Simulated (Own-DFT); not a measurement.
# Shaking the atoms of a stack of Si and Ge or SiGe layers, 96 atoms (Ge48Si48)

These are calculations, not measurements. The program, named Own-DFT, is a retired in-house plane-wave density functional code that no person has reviewed. Each row is one single-point run on a periodic cell that was not relaxed, without spin or spin-orbit coupling.

Settings of every run: PBE; PseudoDojo norm-conserving scalar-relativistic files; cutoff 42 hartree; 3 x 3 x 2 k mesh centred on Gamma; Fermi-Dirac smearing of 0.1 eV.

Known limits: forces on such cells moved up to 12 meV/angstrom on a denser k mesh; stress not checked against mesh or cutoff.

Cell vectors in Å: (10.862, 0.000, 0.000); (0.000, 10.862, 0.000); (0.000, 0.000, 16.293). In each run every atom was moved at random and independently from its ideal site; u is the rms move along one axis. The random placing of the alloy's atoms differs from row to row. E is the free energy for each atom above the fitted value at u = 0, and F the rms of the force components.

```
run,u (Å),E (meV/atom),F (eV/Å),largest force (eV/Å),P (GPa)
1,0.0293,19.3,0.544,1.74,9.14
2,0.0305,18.8,0.579,2.71,9.14
3,0.0316,22.2,0.627,1.97,9.21
4,0.0585,70.9,1.094,3.71,9.82
5,0.0594,85.2,1.199,5.04,10.03
6,0.1012,?,?,?,?
7,0.1022,201.1,1.868,8.07,11.45
8,0.1054,261.1,2.277,11.76,12.21
```

## Worked fit

For small independent moves the energy grows as E = (3/2) K u², with K the mean stiffness felt by one atom. The runs with u up to 0.11 Å give K = 14.5 ± 0.8 eV/Å², with residuals divided by u² + 0.0006 Å², since the noise grows with the moves. The scatter is 5.3 meV/atom at u = 0.05 Å. The forces follow F = G u with G = 19.5 eV/Å²; no force at u = 0 is resolved. G exceeds K because the moves of its neighbours add to the force on an atom, and stiffness differs between atoms. The pressure follows P = 8.93 + 271 u² GPa: at fixed volume, shortened bonds push harder than stretched ones pull.

## Withheld run

Question: what energy and rms force should run 6 give?

The fit gives 224 ± 22 meV/atom and about 1.97 eV/Å. The calculation gave 205.9 meV/atom and 1.917 eV/Å.
